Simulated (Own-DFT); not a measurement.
# One host, several defects: B20 RuSi

No measurement is shown. These are fixed-geometry runs of a retired plane-wave code named Own-DFT, which no person has reviewed; spin and spin-orbit coupling are neglected.

Settings: PBE; PseudoDojo norm-conserving scalar-relativistic files; cutoff 50 hartree; 5 x 4 x 5 k mesh centred on Gamma; cold (Marzari-Vanderbilt) smearing of 0.2 eV.

Known weak points (not all hold for every row): not probed for a lower state with spin; forces on such cells failed a check on a denser k mesh; stress not checked against mesh or cutoff.

All runs share one cell, with vectors in Å (4.709, 0.000, 4.709); (0.000, 9.417, 0.000); (-4.709, 0.000, 4.709) and a volume of 417.6 Å³. Atoms were moved at random from their sites; u is the rms move along one axis. The defect's site can differ from row to row.

| cell | formula | u (Å) | P (GPa) |
|---|---|---|---|
| no defect | Ru16Si16 | 0.0208 | 5.30 |
| no defect | Ru16Si16 | 0.0465 | 5.93 |
| no defect | Ru16Si16 | 0.0513 | 6.82 |
| one Si vacancy | Ru16Si15 | 0.0286 | 1.92 |
| one Si vacancy | Ru16Si15 | 0.0490 | 3.88 |
| one Si vacancy | Ru16Si15 | 0.0578 | 3.94 |
| one Ru vacancy | Ru15Si16 | 0.0307 | 2.90 |
| one Ru vacancy | Ru15Si16 | 0.0324 | 2.72 |
| one Ru vacancy | Ru15Si16 | 0.0486 | 3.95 |
| one Si on a Ru site | Ru15Si17 | 0.0299 | 6.15 |
| one Si on a Ru site | Ru15Si17 | 0.0311 | ? |
| one Si on a Ru site | Ru15Si17 | 0.0462 | 7.16 |
| one Si on a Ru site | Ru15Si17 | 0.0477 | 6.43 |
| one Ru on a Si site | Ru17Si15 | 0.0288 | 8.25 |
| one Ru on a Si site | Ru17Si15 | 0.0297 | 7.39 |
| one Ru on a Si site | Ru17Si15 | 0.0437 | 9.41 |

## Fit

P = P0 + c u² + a shift for each defect gives P0 = 4.67 GPa, c = 772 ± 152 GPa/Å² and a scatter of 0.46 GPa. The shifts, and each times the cell's volume:

- one Ru on a Si site: 2.75 ± 0.38 GPa, 7.2 eV
- one Si on a Ru site: 0.55 ± 0.37 GPa, 1.4 eV (not resolved)
- one Ru vacancy: -2.60 ± 0.38 GPa, -6.8 eV
- one Si vacancy: -3.11 ± 0.38 GPa, -8.1 eV

A positive shift means that the defect pushes the cell outwards. Shift times volume (160.2 GPa Å³ is 1 eV) depends little on the cell's size, so, taken for each site, it can be compared between cells at like pressure. The atoms around the defects weren't relaxed, which would change these numbers.

## The run left out

The question: what pressure belongs in the blank (one Si on a Ru site, u = 0.0311 Å)?

The fit gives 5.96 ± 0.54 GPa. The hidden result is 6.14 GPa.
